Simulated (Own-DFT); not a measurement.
Simulation results for InAs (zincblende, strongly disordered by large displacements)

Computed with Own-DFT development build. A calculation, not a measurement: plane-wave PBE density functional theory by an unreviewed code, no spin, of a simulated periodic cell, stress positive in tension, free energy of the whole cell less one offset for each atom, forces on such cells passed a denser k mesh, this cell's mesh not checked; broken bonds can close the gap or carry spin, so checks made on this kind of crystal may not hold here; offsets are fitted by least squares, one for each functional and potential file, so energies compare only between cells with the same atoms and settings and are not formation energies; the far tail of each file's local potential was reset to the Coulomb form; each entry is a single point on an unrelaxed cell, so the pressure reflects the starting lattice, mostly measured values (interpolated for alloys), from which strain is counted, and rises with the displacements; printed positions are rounded, which can move forces by about a meV/angstrom; the program, named Own-DFT, is a retired in-house code; no spin-orbit coupling.

```xyz
64
Lattice="12.1166 0.0000 0.0000 0.0000 12.1166 0.0000 0.0000 0.0000 12.1166" Properties=species:S:1:pos:R:3:force_x:R:1:force_y:R:1:force_z:R:1 formula=InAs functional=PBE potential_files=PseudoDojo_norm-conserving,scalar-relativistic,standard_set wave_cutoff=42 occupations=Fermi-Dirac smearing_width=0.1 hardware=one_NVIDIA_H200 k_mesh=3_x_3_x_3_centred_on_Gamma free_energy_of_cell_above_offsets=2.559 pressure=9.84 stress_xx=-9.86 stress_yy=-10.26 stress_zz=-9.39 stress_yz=2 stress_xz=-0.5 stress_xy=-2.41 wall_time=1179
In     0.1993    12.0320    11.9708     -1.075      2.368      1.209
In    11.7442     2.9258     3.0471       4.34      0.921     -0.881
In     2.6007    11.9043     3.2215      3.723      4.265     -4.261
In     3.3927     3.0765     0.3989     -0.879      3.635      0.461
As     1.6508     1.8774     1.3764     -3.694     -3.141      2.528
As     1.3731     4.2920     4.7866     -0.254      1.338     -1.883
As     4.6026     1.5495     4.6485     -2.137     -1.474       0.61
As     4.3994     4.8346     1.7116      2.724     -1.802     -0.202
In    12.1086    11.8942     6.2273      3.968      4.167      -4.42
In     0.0171     3.1547     9.0444      2.297     -4.317      2.787
In     3.0335     0.0658     9.0716      0.048      0.493      0.738
In     2.8344     2.8545     6.1018      1.999     -0.321      0.517
As     1.4079     1.4559     7.6389     -0.117      0.046      0.084
As     1.6294     4.3380    10.6366      0.006      1.017      0.945
As     4.1883     1.6227    11.0142      2.432     -2.742     -4.785
As     5.0182     4.6336     7.8466       -9.6      8.227     -5.625
In    11.9748     6.3632    12.0312      2.045     -3.074      1.398
In    12.0772     8.9133     3.0285      0.813       0.66     -1.048
In     3.1270     5.9787     3.2885     -3.631      0.964      1.089
In     3.3919     8.9813    12.0388      0.503      3.334      0.436
As     1.7732     7.6654     1.1332     -1.851     -1.164      3.022
As     1.4670    10.6005     4.5971     -2.328     -4.213      3.113
As     4.7411     7.2035     4.7297     -6.121      7.059     -8.786
As     4.7465    10.9147     1.8566     -0.879     -1.012      -0.86
In    12.0117     5.6927     6.3560      2.128      2.673      -3.26
In     0.0194     9.1560     9.1344      0.262      0.692     -1.512
In     3.0632     6.0102     9.1200     -2.356     -2.255     -1.954
In     2.9821     8.8461     6.3092       3.23       3.22      -3.18
As     1.5567     7.6601     7.5655     -3.139     -3.287      2.564
As     1.4878    10.6770    10.4891      2.378      -1.64     -0.155
As     4.3691     7.3161    10.5145      3.362      1.589      1.286
As     4.6047    10.8057     7.5762     -2.105     -3.285      2.175
In     6.1291     0.4139    12.0709      -0.66     -0.527      0.679
In     6.0577     2.9868     3.3843      0.924       2.23     -0.761
In     8.9626    12.1055     2.9157      1.368     -0.979      0.506
In     9.1017     3.1351     0.1035      0.649     -2.559      0.204
As     7.5283     1.5876     1.7505     -0.199      1.507     -1.139
As     7.4556     4.8172     4.9459      0.749     -0.653     -1.225
As    10.7313     1.3920     4.3731     -2.563      -2.92      3.551
As    10.5903     4.3712     1.6313     -0.474      3.554     -1.774
In     5.9270    11.9838     6.1106      2.497      2.173     -2.126
In     6.1515     3.2607     8.7413      6.957     -8.382      7.723
In     8.9237    12.0277     9.5131     -0.597     -0.875     -3.051
In     8.9280     2.9359     6.1565      0.617      0.079     -0.123
As     7.4355     1.4135     7.8046      1.178     -1.329     -0.994
As     7.8152     4.5254    10.7542     -1.662      1.536       -2.1
As    10.4899     1.3369    10.4372      2.685      2.889      2.226
As    10.8950     4.7232     8.0768     -5.585      1.156     -0.647
In     5.9530     5.8332     0.0385       1.26      1.017     -0.792
In     6.1130     9.2022     3.4879     -8.589     -8.781     -6.812
In     8.9324     6.0567     2.8360     -0.397     -0.068      0.656
In     9.2361     9.2856     0.3348     -9.022     -8.977     -6.322
As     7.3771     7.7724     1.4473     -0.019     -0.541      0.301
As     7.3720    10.5076     4.3439      9.024      8.485      7.015
As    10.8058     7.1962     4.3865     -1.266      0.176      1.227
As    10.4915    10.6026     1.1609      8.843       8.85      7.112
In     5.7346     6.3739     6.2794      6.315     -5.306        8.3
In     5.9974     9.0242     9.2022     -0.831      0.951      0.601
In     9.2681     6.4211     9.0761     -1.798     -1.062      0.114
In     8.8229     8.9315     6.1439      3.324      2.332     -2.741
As     7.4294     7.7426     7.5774      -0.24     -1.809      2.184
As     7.3425    10.7114    10.7639     -0.317     -2.137      0.886
As    10.7118     7.7359    10.5739     -2.019      1.865      0.293
As    10.7358    10.7977     7.4530     -6.243     -4.837      4.878
```

Units: wave_cutoff in hartree; smearing_width, free_energy_of_cell_above_offsets in eV; pressure, stress_xx, stress_yy, stress_zz, stress_yz, stress_xz, stress_xy in GPa; wall_time in s; force_x, force_y, force_z in eV/Å.
